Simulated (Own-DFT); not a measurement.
Hf36O71 (tetragonal hafnia with one neutral oxygen vacancy, atoms displaced) (calculated)

Computed with Own-DFT development build. A calculation, not a measurement: plane-wave PBE and HSE06 DFT by an unreviewed code, no spin, of a simulated cell at Gamma alone, so results move with cell size and shape, stress positive in tension, energies less offsets, not probed for a lower state with spin; hafnium file: forces about 75 meV/angstrom off all-electron values; oxygen file: force components 24 meV/angstrom off all-electron in a glass; k mesh not checked against a denser one; forces and stress are PBE's, HSE06 gives the energy alone, and its difference from PBE has offsets of its own; offsets are fitted by least squares, one for each functional and potential file, so energies compare only between cells with the same atoms and settings and are not formation energies; the far tail of each file's local potential was reset to the Coulomb form; each entry is a single point on an unrelaxed cell, so the pressure reflects the starting lattice, taken from the Materials Project, from which strain is counted, and rises with the displacements; printed positions are rounded, which can move forces by about a meV/angstrom; the program is a retired in-house code; no spin-orbit coupling.

Common to all runs: first functional PBE; second functional HSE06; exact exchange share 0.25; screening 0.11 1/bohr; exchange divergence Gygi-Baldereschi; potential files PseudoDojo norm-conserving, scalar-relativistic, made for PBE, standard set; wave cutoff 48 hartree; occupations fixed; k mesh 1 x 1 x 1 centred on Gamma.

(1) 
```cif
# cell vector a (Å): 10.7800 0.0000 0.0000
# cell vector b (Å): 0.0000 10.7800 0.0000
# cell vector c (Å): 0.0000 0.0000 10.4493
data_Hf36O71
_symmetry_space_group_name_H-M 'P 1'
_symmetry_Int_Tables_number 1
_cell_length_a 10.7800
_cell_length_b 10.7800
_cell_length_c 10.4493
_cell_angle_alpha 90.000
_cell_angle_beta 90.000
_cell_angle_gamma 90.000
_cell_volume 1214.30
loop_
_atom_site_label
_atom_site_type_symbol
_atom_site_fract_x
_atom_site_fract_y
_atom_site_fract_z
_atom_site_occupancy
Hf1 Hf 0.00518 0.00176 0.00072 1
Hf2 Hf 0.16549 0.16776 0.24857 1
O1 O 0.99790 0.16714 0.15190 1
O2 O 0.16328 0.00427 0.34913 1
O3 O 0.00008 0.16208 0.40329 1
O4 O 0.16616 0.99806 0.09118 1
Hf3 Hf 0.99977 0.00168 0.49817 1
Hf4 Hf 0.17018 0.16456 0.75295 1
O5 O 0.99956 0.16792 0.64894 1
O6 O 0.16583 0.00357 0.84768 1
O7 O 0.99604 0.16989 0.90294 1
O8 O 0.17377 0.00177 0.59725 1
Hf5 Hf 0.00160 0.33167 0.99877 1
Hf6 Hf 0.16789 0.49647 0.24545 1
O9 O 0.99890 0.49959 0.15413 1
O10 O 0.16740 0.33325 0.34520 1
O11 O 0.00342 0.49928 0.39762 1
O12 O 0.16850 0.33133 0.09319 1
Hf7 Hf 0.00504 0.33175 0.49870 1
Hf8 Hf 0.16793 0.50087 0.74930 1
O13 O 0.00405 0.50074 0.64983 1
O14 O 0.16849 0.33635 0.84389 1
O15 O 0.99826 0.50165 0.90431 1
O16 O 0.16690 0.33204 0.59767 1
Hf9 Hf 0.00260 0.66598 0.00234 1
Hf10 Hf 0.16383 0.83012 0.24994 1
O17 O 0.00821 0.83047 0.15425 1
O18 O 0.16606 0.66217 0.34598 1
O19 O 0.99972 0.83639 0.40381 1
O20 O 0.16638 0.66840 0.09475 1
Hf11 Hf 0.00281 0.66617 0.50242 1
Hf12 Hf 0.16811 0.83748 0.74381 1
O21 O 0.99703 0.83263 0.65255 1
O22 O 0.16864 0.66297 0.84640 1
O23 O 0.99839 0.82899 0.90539 1
O24 O 0.16471 0.66723 0.60120 1
Hf13 Hf 0.33401 0.99768 0.99825 1
Hf14 Hf 0.50092 0.16898 0.25567 1
O25 O 0.32968 0.16549 0.14895 1
O26 O 0.49566 0.00290 0.34522 1
O27 O 0.33855 0.17013 0.40743 1
O28 O 0.49772 0.00090 0.09440 1
Hf15 Hf 0.33073 0.99972 0.49577 1
Hf16 Hf 0.50184 0.16317 0.74810 1
O29 O 0.33447 0.16414 0.65120 1
O30 O 0.50359 0.00009 0.85116 1
O31 O 0.33345 0.16926 0.90407 1
O32 O 0.50126 0.99901 0.59846 1
Hf17 Hf 0.33273 0.33197 0.00146 1
Hf18 Hf 0.49540 0.50166 0.24610 1
O33 O 0.32892 0.50512 0.15221 1
O34 O 0.49794 0.33800 0.34730 1
O35 O 0.33167 0.49997 0.40226 1
O36 O 0.49683 0.33570 0.10027 1
Hf19 Hf 0.33305 0.33268 0.50148 1
Hf20 Hf 0.49887 0.50016 0.75367 1
O37 O 0.33580 0.49966 0.65078 1
O38 O 0.50095 0.33754 0.84771 1
O39 O 0.32912 0.50180 0.90153 1
O40 O 0.49552 0.33343 0.59627 1
Hf21 Hf 0.33185 0.66636 0.00155 1
Hf22 Hf 0.49582 0.83729 0.24830 1
O41 O 0.32844 0.83573 0.15477 1
O42 O 0.50075 0.67099 0.34829 1
O43 O 0.33438 0.83224 0.39739 1
O44 O 0.49608 0.66119 0.09901 1
Hf23 Hf 0.33417 0.66449 0.49822 1
Hf24 Hf 0.49729 0.83646 0.74607 1
O45 O 0.33219 0.83647 0.64867 1
O46 O 0.49959 0.66779 0.84915 1
O47 O 0.33095 0.83688 0.90176 1
O48 O 0.50291 0.66623 0.59678 1
Hf25 Hf 0.67420 0.99495 0.00042 1
Hf26 Hf 0.83532 0.16608 0.24599 1
O49 O 0.66780 0.16727 0.15247 1
O50 O 0.83386 0.99934 0.34966 1
O51 O 0.66889 0.16968 0.40052 1
O52 O 0.82998 0.99937 0.09785 1
Hf27 Hf 0.66488 0.00114 0.50262 1
Hf28 Hf 0.83167 0.16559 0.74906 1
O53 O 0.66722 0.16962 0.65086 1
O54 O 0.83381 0.99912 0.84728 1
O55 O 0.66847 0.16876 0.89909 1
O56 O 0.82971 0.99911 0.59491 1
Hf29 Hf 0.66746 0.32914 0.99915 1
Hf30 Hf 0.83405 0.49957 0.24773 1
O57 O 0.66511 0.50208 0.15048 1
O58 O 0.83618 0.33199 0.34395 1
O59 O 0.66624 0.50230 0.40611 1
O60 O 0.83259 0.33251 0.09925 1
Hf31 Hf 0.66542 0.33564 0.50339 1
Hf32 Hf 0.82980 0.50131 0.74989 1
O61 O 0.66491 0.49599 0.65022 1
O62 O 0.66750 0.50092 0.90538 1
O63 O 0.83012 0.33530 0.59627 1
Hf33 Hf 0.66627 0.66205 0.00148 1
Hf34 Hf 0.83286 0.83752 0.24724 1
O64 O 0.66265 0.83319 0.15395 1
O65 O 0.83297 0.67010 0.35068 1
O66 O 0.66524 0.83625 0.40007 1
O67 O 0.83204 0.66517 0.09794 1
Hf35 Hf 0.67116 0.66297 0.49958 1
Hf36 Hf 0.83756 0.83292 0.74798 1
O68 O 0.66784 0.83311 0.64938 1
O69 O 0.83639 0.67126 0.84734 1
O70 O 0.66700 0.83434 0.90688 1
O71 O 0.83317 0.66288 0.59857 1
_calc_PBE_energy_of_cell_above_offsets '-101.125'  # eV
_calc_HSE06_less_PBE_above_offsets '-0.166'  # eV
_calc_PBE_pressure 0.95  # GPa
_calc_PBE_stress_xx -1.28  # GPa
_calc_PBE_stress_yy 0.03  # GPa
_calc_PBE_stress_zz -1.61  # GPa
_calc_PBE_stress_yz -0.4  # GPa
_calc_PBE_stress_xz -0.56  # GPa
_calc_PBE_stress_xy 0.01  # GPa
```

Force:
```csv
element,x (eV/Å),y (eV/Å),z (eV/Å)
Hf,-0.919,-0.659,-0.673
Hf,0.352,-0.178,-0.017
O,0.915,-0.241,-0.402
O,0.572,-0.49,-0.411
O,0.074,1.158,-0.457
O,0.016,0.333,0.725
Hf,-0.317,-0.182,0.36
Hf,-0.197,1.307,-0.984
O,0.197,-0.317,0.691
O,-0.442,-0.682,-0.042
O,-0.048,-0.483,-0.208
O,-1.619,-0.348,0.369
Hf,-0.683,1.046,-0.163
Hf,-0.972,0.577,1.008
O,0.462,-0.081,-0.523
O,-0.15,-0.566,0.035
O,-0.258,0.023,0.781
O,-0.531,0.17,0.624
Hf,-1.038,0.429,0.103
Hf,0.125,0.099,-0.112
O,-0.918,-0.128,0.26
O,-0.249,-0.89,0.415
O,-0.351,-0.801,-0.143
O,0.245,-0.088,-0.243
Hf,-0.788,-0.09,-0.517
Hf,0.906,0.054,1.046
O,-2.099,0.367,-0.454
O,0.008,0.637,0.055
O,0.43,-0.584,0.019
O,0.194,-0.165,0.534
Hf,-0.687,-0.559,-0.812
Hf,-0.222,-1.09,0.929
O,1.201,0.308,-0.248
O,-0.123,1.328,-0.089
O,0.426,1.331,-0.13
O,0.802,0.433,-0.485
Hf,0.673,0.756,0.532
Hf,-0.005,0.337,-0.904
O,0.314,0.097,0.932
O,0.046,-0.112,0.334
O,-0.287,-0.607,-0.785
O,0.522,-0.16,0.24
Hf,0.907,-0.063,-0.172
Hf,-0.191,0.685,0.391
O,-0.018,0.029,0.573
O,-0.381,0.114,-0.885
O,-0.077,-0.526,-0.553
O,-0.604,0.143,0.162
Hf,0.641,0.276,-0.704
Hf,0.728,0.528,0.568
O,0.437,-0.269,-0.426
O,0.106,-0.329,-0.02
O,0.02,-0.022,-0.156
O,0.16,-0.039,-0.206
Hf,0.158,0.692,0.07
Hf,-0.102,0.462,-0.576
O,-0.424,0.244,0.118
O,-0.028,-1.029,0.073
O,0.46,-0.334,0.406
O,0.716,-0.259,0.299
Hf,0.133,0.022,-0.831
Hf,0.431,-0.357,0.5
O,0.362,-0.082,-0.701
O,-0.343,-0.719,-0.401
O,-0.364,0.207,0.707
O,0.259,0.345,-0.204
Hf,0.611,0.032,-0.009
Hf,1.075,-0.623,0.335
O,0.184,-0.209,0.048
O,-0.049,0.262,-0.227
O,-0.051,-0.712,-0.443
O,-0.672,0.165,0.035
Hf,-2.025,0.42,-0.446
Hf,-1.117,0.292,1.158
O,-0.395,0.095,-0.098
O,0.208,0.324,-0.61
O,-0.522,-0.315,0.272
O,1.905,-0.271,0.518
Hf,0.511,-0.592,-1.02
Hf,0.315,0.695,0.009
O,-0.32,-0.193,0.101
O,0.077,0.188,-0.048
O,0.429,-0.411,0.06
O,0.736,0.223,0.347
Hf,-0.355,0.401,0.326
Hf,-0.333,0.394,0.684
O,0.089,-0.073,0.451
O,0.05,0.184,0.056
O,0.195,-0.84,-0.673
O,0.321,0.063,-1.028
Hf,-0.16,-0.025,-0.55
Hf,0.719,-0.226,-0.007
O,-0.001,0.191,0.749
O,0.608,-0.623,-0.747
O,1.059,0.003,0.337
Hf,-0.203,0.935,0.219
Hf,-0.491,-0.833,0.905
O,0.571,0.129,-0.234
O,0.114,-0.26,-0.596
O,0.039,0.061,0.338
O,0.435,0.242,0.069
Hf,-0.648,1.479,-0.396
Hf,-1.37,-0.004,0.497
O,-0.192,0.114,0.756
O,-0.458,-0.969,-0.205
O,0.017,-0.682,-0.355
O,0.525,-0.034,0.195
```

(2) 
```cif
# cell vector a (Å): 10.7800 0.0000 0.0000
# cell vector b (Å): 0.0000 10.7800 0.0000
# cell vector c (Å): 0.0000 0.0000 10.4493
data_Hf36O71
_symmetry_space_group_name_H-M 'P 1'
_symmetry_Int_Tables_number 1
_cell_length_a 10.7800
_cell_length_b 10.7800
_cell_length_c 10.4493
_cell_angle_alpha 90.000
_cell_angle_beta 90.000
_cell_angle_gamma 90.000
_cell_volume 1214.30
loop_
_atom_site_label
_atom_site_type_symbol
_atom_site_fract_x
_atom_site_fract_y
_atom_site_fract_z
_atom_site_occupancy
Hf1 Hf 0.99148 0.99638 0.99928 1
Hf2 Hf 0.16756 0.16525 0.24364 1
O1 O 0.00428 0.15315 0.15430 1
O2 O 0.15762 0.00536 0.34232 1
O3 O 0.00341 0.17008 0.39302 1
O4 O 0.16741 0.98683 0.10343 1
Hf3 Hf 0.98910 0.99938 0.49774 1
Hf4 Hf 0.16239 0.15987 0.74404 1
O5 O 0.00499 0.16780 0.65296 1
O6 O 0.16236 0.00646 0.84335 1
O7 O 0.00553 0.16596 0.90554 1
O8 O 0.17154 0.99369 0.59437 1
Hf5 Hf 0.99887 0.33322 0.99592 1
Hf6 Hf 0.16693 0.49610 0.25462 1
O9 O 0.99631 0.50093 0.15369 1
O10 O 0.16775 0.32791 0.34627 1
O11 O 0.99803 0.50249 0.39608 1
O12 O 0.15922 0.33425 0.10074 1
Hf7 Hf 0.99372 0.33493 0.50448 1
Hf8 Hf 0.16250 0.50162 0.74975 1
O13 O 0.99311 0.49170 0.64797 1
O14 O 0.17204 0.33510 0.84877 1
O15 O 0.00302 0.49754 0.90835 1
O16 O 0.16749 0.33611 0.59550 1
Hf9 Hf 0.99602 0.65524 0.99698 1
Hf10 Hf 0.16693 0.82743 0.24343 1
O17 O 0.99957 0.83443 0.15290 1
O18 O 0.18044 0.66839 0.34678 1
O19 O 0.00334 0.83354 0.40804 1
O20 O 0.17328 0.67026 0.10333 1
Hf11 Hf 0.99791 0.67155 0.50160 1
Hf12 Hf 0.16867 0.82936 0.74298 1
O21 O 0.00192 0.83022 0.64815 1
O22 O 0.99322 0.83214 0.91191 1
O23 O 0.16559 0.66747 0.59448 1
Hf13 Hf 0.33333 0.00323 0.99876 1
Hf14 Hf 0.50227 0.16683 0.25091 1
O24 O 0.33611 0.16590 0.14741 1
O25 O 0.49981 0.00553 0.34017 1
O26 O 0.33045 0.16772 0.40389 1
O27 O 0.50539 0.00198 0.09907 1
Hf15 Hf 0.33833 0.00169 0.49494 1
Hf16 Hf 0.51262 0.16714 0.75274 1
O28 O 0.33294 0.17752 0.64593 1
O29 O 0.50442 0.99828 0.84795 1
O30 O 0.32739 0.15923 0.92017 1
O31 O 0.49531 0.99860 0.59873 1
Hf17 Hf 0.33620 0.33971 0.99141 1
Hf18 Hf 0.49889 0.50517 0.25738 1
O32 O 0.33806 0.50036 0.14979 1
O33 O 0.50283 0.33107 0.33754 1
O34 O 0.33028 0.50789 0.40387 1
O35 O 0.49347 0.34371 0.10621 1
Hf19 Hf 0.32955 0.33762 0.49281 1
Hf20 Hf 0.50052 0.49897 0.75370 1
O36 O 0.32921 0.50410 0.65380 1
O37 O 0.50532 0.32544 0.84205 1
O38 O 0.32812 0.49801 0.90150 1
O39 O 0.49887 0.33587 0.59788 1
Hf21 Hf 0.32870 0.66921 0.99837 1
Hf22 Hf 0.49568 0.83316 0.25267 1
O40 O 0.33336 0.83691 0.14927 1
O41 O 0.49496 0.66340 0.34398 1
O42 O 0.33862 0.83394 0.40356 1
O43 O 0.50527 0.66743 0.10742 1
Hf23 Hf 0.33419 0.66073 0.50260 1
Hf24 Hf 0.49861 0.83340 0.74745 1
O44 O 0.33062 0.82793 0.64801 1
O45 O 0.49500 0.66967 0.84590 1
O46 O 0.33390 0.83750 0.90557 1
O47 O 0.49789 0.66706 0.60131 1
Hf25 Hf 0.67481 0.99924 0.99277 1
Hf26 Hf 0.84055 0.16840 0.24978 1
O48 O 0.67160 0.16628 0.15713 1
O49 O 0.82299 0.99816 0.34862 1
O50 O 0.66284 0.17497 0.40579 1
O51 O 0.82995 0.00539 0.10798 1
Hf27 Hf 0.66611 0.99681 0.49643 1
Hf28 Hf 0.83049 0.16785 0.75014 1
O52 O 0.66142 0.15859 0.65193 1
O53 O 0.84158 0.99736 0.85210 1
O54 O 0.66713 0.16644 0.91414 1
O55 O 0.83197 0.99931 0.59505 1
Hf29 Hf 0.65633 0.33392 0.00109 1
Hf30 Hf 0.83349 0.49895 0.25504 1
O56 O 0.66620 0.49932 0.14986 1
O57 O 0.82783 0.33547 0.34004 1
O58 O 0.66429 0.49867 0.41423 1
O59 O 0.83821 0.33725 0.09959 1
Hf31 Hf 0.66094 0.33167 0.50528 1
Hf32 Hf 0.83468 0.49821 0.74738 1
O60 O 0.66177 0.49613 0.64862 1
O61 O 0.83260 0.32456 0.85449 1
O62 O 0.66787 0.50794 0.90051 1
O63 O 0.82970 0.33527 0.59831 1
Hf33 Hf 0.66417 0.66417 0.00175 1
Hf34 Hf 0.83384 0.83634 0.25102 1
O64 O 0.66353 0.83339 0.15368 1
O65 O 0.82937 0.66210 0.34453 1
O66 O 0.66168 0.82914 0.40486 1
O67 O 0.82875 0.67216 0.09991 1
Hf35 Hf 0.66291 0.66122 0.48787 1
Hf36 Hf 0.83727 0.83904 0.74729 1
O68 O 0.67107 0.82840 0.65433 1
O69 O 0.83479 0.66760 0.85069 1
O70 O 0.66626 0.82884 0.90464 1
O71 O 0.84124 0.67445 0.60545 1
_calc_PBE_energy_of_cell_above_offsets '-96.132'  # eV
_calc_HSE06_less_PBE_above_offsets '0.137'  # eV
_calc_PBE_pressure 2.34  # GPa
_calc_PBE_stress_xx 0.56  # GPa
_calc_PBE_stress_yy -4.83  # GPa
_calc_PBE_stress_zz -2.75  # GPa
_calc_PBE_stress_yz -0.71  # GPa
_calc_PBE_stress_xz 0.78  # GPa
_calc_PBE_stress_xy 0.19  # GPa
```

Force:
```csv
element,x (eV/Å),y (eV/Å),z (eV/Å)
Hf,2.198,0.488,1.667
Hf,0.952,-0.711,0.086
O,-1.003,0.446,-0.823
O,0.426,-1.383,0.502
O,-1.55,-0.047,1.771
O,-0.226,0.738,-1.729
Hf,3.582,0.684,-1.161
Hf,2.611,1.187,0.685
O,-2.787,-0.02,-0.862
O,-0.047,-2.352,0.046
O,-0.686,0.093,-0.618
O,-1.095,0.442,-0.088
Hf,0.423,-1.232,1.57
Hf,-0.054,0.172,-1.119
O,0.783,0.786,-0.126
O,0.408,1.471,0.455
O,0.358,-0.339,1.087
O,1.011,0.337,-0.575
Hf,1.745,-0.087,-1.466
Hf,0.851,-0.696,-0.119
O,0.925,0.238,0.602
O,-0.386,-0.195,-0.779
O,0.049,-0.337,-2.276
O,-1.054,0.529,-0.468
Hf,-0.568,2.643,1.886
Hf,0.362,2.003,0.228
O,-0.876,-0.194,0.667
O,-0.932,-0.704,0.156
O,-0.786,-0.083,-0.805
O,-1.501,-0.461,-1.319
Hf,0.182,-0.592,-0.361
Hf,0.369,0.945,0.721
O,-0.064,0.766,0.68
O,0.639,-0.948,-1.223
O,-0.718,-0.379,0.887
Hf,0.157,-1.602,2.78
Hf,-0.302,-0.128,-1.866
O,-0.177,0.055,1.236
O,0.321,-1.142,1.748
O,0.507,0.251,-0.526
O,0.037,-0.022,-0.968
Hf,-1.465,0.207,0.04
Hf,-3.898,-2.176,-0.77
O,0.554,-0.596,1.498
O,0.242,0.601,-0.488
O,0.485,3.221,-2.95
O,1.192,-0.3,-0.255
Hf,-1.727,-2.114,2.633
Hf,0.119,-1.822,-2.97
O,-1.2,0.092,0.571
O,-0.439,1.459,2.012
O,0.361,-2.391,-0.872
O,1.16,-0.804,-2.379
Hf,-0.207,-1.844,1.138
Hf,-0.272,1.277,-1.195
O,0.453,-0.047,0.275
O,-0.158,1.912,1.835
O,0.369,1.582,-0.839
O,-0.277,0.124,-0.126
Hf,1.393,0.4,0.871
Hf,0.027,0.587,-1.669
O,0.778,-0.682,0.547
O,0.722,1.217,2.093
O,0.328,0.057,-0.204
O,-1.204,-0.057,-1.087
Hf,-0.33,2.428,0.363
Hf,0.156,-0.168,0.01
O,0.414,0.004,0.888
O,-0.107,-0.887,0.353
O,-0.649,-1.083,-1.296
O,0.947,-0.28,-0.729
Hf,-2.144,-1.71,2.781
Hf,-0.392,0.139,-0.69
O,-0.495,0.895,-0.212
O,0.475,0.536,1.048
O,0.274,-1.926,0.466
O,0.414,-0.69,-1.092
Hf,-1.08,0.335,-0.261
Hf,1.252,-0.04,0.471
O,2.298,0.37,-0.032
O,-0.881,1.548,-0.518
O,0.08,0.308,-2.099
O,-0.568,0.27,1.028
Hf,1.259,1.075,2.292
Hf,0.072,-0.227,-2.222
O,0.071,-0.233,0.821
O,0.326,-0.425,1.668
O,-0.167,-0.983,-1.949
O,-0.75,-0.576,-0.682
Hf,-0.349,0.421,-0.855
Hf,-1.623,1.107,0.632
O,1.15,0.348,1.213
O,-0.159,1.187,-1.355
O,-0.54,-2.329,-0.619
O,-0.233,-0.913,0.653
Hf,0.338,1.279,1.187
Hf,-0.68,-1.167,-1.66
O,0.893,0.293,0.726
O,-0.202,1.501,1.258
O,-0.095,0.625,-0.328
O,0.678,-0.326,-0.427
Hf,0.338,1.585,3.019
Hf,-0.423,-2.633,0.548
O,-0.574,0.85,-0.084
O,0.612,-0.801,-0.716
O,0.28,0.836,-0.544
O,-1.306,-1.053,-0.949
```
